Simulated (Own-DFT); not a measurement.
# How strain changes the stress of C40 NbSi2, 36 atoms (Nb12Si24)

These are calculations, not measurements. They come from Own-DFT, an in-house plane-wave density functional program, since retired, whose code no person has reviewed. Each row is one single-point run on a periodic cell that was not relaxed, without spin or spin-orbit coupling.

Settings of every run: PBE; PseudoDojo norm-conserving scalar-relativistic files; cutoff 42 hartree; 4 x 4 x 5 k mesh centred on Gamma; cold (Marzari-Vanderbilt) smearing of 0.2 eV.

Known limits: forces on such cells failed a check on a denser k mesh; stress not checked against mesh or cutoff.

Unstrained cell vectors in Å: (0.000, 8.324, 0.000); (-9.613, 0.000, 0.000); (0.000, 0.000, 6.586). The unstrained cell was taken from the Materials Project. The random moves and any unrelaxed bonds add to the pressure at no strain. Each run strains this cell uniformly, with the atoms carried along. Every atom was also moved at random, by a Gaussian of width 0.05 Å on each axis. Strain is the symmetric tensor, in per cent. Stress is positive in tension, and the pressure is minus a third of its trace.

| run | e_xx (%) | e_yy (%) | e_zz (%) | e_yz (%) | e_xz (%) | e_xy (%) | s_xx (GPa) | s_yy (GPa) | s_zz (GPa) | s_yz (GPa) | s_xz (GPa) | s_xy (GPa) | P (GPa) | E (meV/atom) |
|---|---|---|---|---|---|---|---|---|---|---|---|---|---|---|
| 1 | -0.74 | 0.32 | 1.49 | -0.08 | 0.56 | 0.37 | -3.36 | -0.83 | 2.39 | 0.02 | 0.77 | 1.35 | 0.60 | 0.0 |
| 2 | -0.54 | -0.02 | 0.83 | 0.78 | 1.44 | 1.63 | -3.63 | -2.95 | -0.38 | 2.28 | 4.65 | 5.06 | 2.32 | 10.2 |
| 3 | 0.88 | -1.35 | -1.09 | -1.15 | -0.64 | 1.17 | -0.81 | -7.33 | -8.81 | -3.19 | -2.26 | 3.37 | 5.65 | 1.1 |
| 4 | -0.66 | -0.51 | -0.28 | -0.19 | 1.81 | -0.94 | -5.52 | -5.46 | -6.30 | 0.04 | 6.21 | -3.08 | 5.76 | 18.2 |
| 5 | 0.29 | -0.74 | 1.55 | -1.14 | 1.14 | -1.21 | -1.13 | -3.98 | 2.35 | -3.48 | 2.74 | -3.97 | 0.92 | 14.8 |
| 6 | 1.36 | 1.16 | 0.31 | 1.49 | -1.87 | 1.55 | 3.00 | 2.61 | -0.78 | 4.72 | -5.40 | 4.09 | -1.61 | 14.1 |
| 7 | 0.39 | 0.26 | 1.74 | 1.95 | 0.16 | 0.11 | 1.17 | -0.44 | 3.54 | 5.79 | 0.25 | 0.73 | -1.42 | 8.9 |
| 8 | 1.00 | 0.49 | 1.38 | -0.94 | 1.95 | -0.77 | 1.87 | 1.11 | 3.16 | -2.92 | 5.25 | -2.40 | -2.05 | 8.8 |
| 9 | -0.04 | 1.77 | 1.72 | -1.39 | -0.44 | -0.60 | 0.25 | 5.18 | 4.44 | -3.54 | -0.64 | -2.05 | -3.29 | 1.1 |
| 10 | 1.93 | 0.86 | 1.14 | 1.51 | 1.60 | 1.95 | 5.21 | 2.60 | 2.70 | 4.22 | 4.26 | 5.00 | -3.51 | 15.0 |
| 11 | -0.02 | -1.89 | 0.70 | 1.59 | -1.78 | 0.79 | -3.62 | -9.53 | -2.20 | 5.45 | -5.54 | 2.37 | 5.12 | 21.1 |
| 12 | 1.09 | 0.48 | 1.65 | -1.21 | 1.58 | 0.72 | 2.95 | 1.54 | 3.95 | -3.19 | 4.72 | 2.18 | -2.81 | 7.9 |
| 13 | 0.11 | 1.17 | -1.38 | -0.40 | 0.86 | -1.40 | -2.54 | 0.04 | -9.70 | -1.19 | 2.83 | -3.29 | 4.07 | 23.1 |
| 14 | 0.54 | -1.87 | 0.43 | 0.80 | -1.66 | -1.33 | -2.03 | -8.91 | -3.33 | 2.76 | -5.29 | -3.82 | 4.76 | 22.0 |
| 15 | 1.50 | 0.47 | 1.88 | 1.85 | -0.03 | -0.95 | 3.76 | 2.05 | 6.12 | 5.35 | -0.42 | -2.68 | -3.98 | 1.2 |
| 16 | 0.66 | 0.92 | -0.40 | -0.11 | 0.06 | -1.82 | ? | ? | ? | ? | ? | ? | ? | ? |

E is the free energy for each atom above the lowest run shown.

## Worked fit

Each stress component was fitted by least squares to a constant and the strains of the runs shown, as fractions, with shears doubled. Shear strains stay in the fit of a normal stress only where such slopes are resolved. The slopes, in GPa:

```
stress,at no strain,per e_xx,per e_yy,per e_zz,scatter
s_xx,-2.5,323 ± 14,76 ± 10,78 ± 11,0.41
s_yy,-2.9,91 ± 11,362 ± 8,86 ± 9,0.33
s_zz,-4.1,74 ± 12,62 ± 9,443 ± 9,0.35
```

Each shear stress against twice its own strain: yz 144 ± 3, xz 147 ± 6, xy 142 ± 5 GPa. These are stiffnesses along x, y and z of the frame in which the cell vectors are given, which need not be the crystal's axes. The atoms are held to the strained lattice; where symmetry lets them move under strain, relaxing them would lower some slopes. The table should be nearly symmetric about its diagonal, and what it lacks of that shows the noise. A ninth of its sum, 177 ± 5 GPa, estimates the bulk modulus near the mean pressure of these runs, 0.7 GPa.

## Withheld run

Question: what normal stresses and pressure should run 16 give?

The fit gives s_xx = 0.0, s_yy = 0.7, s_zz = -4.8 and P = 1.4 GPa. The calculation gave -0.20, 1.25, -3.83 and P = 0.93 GPa.
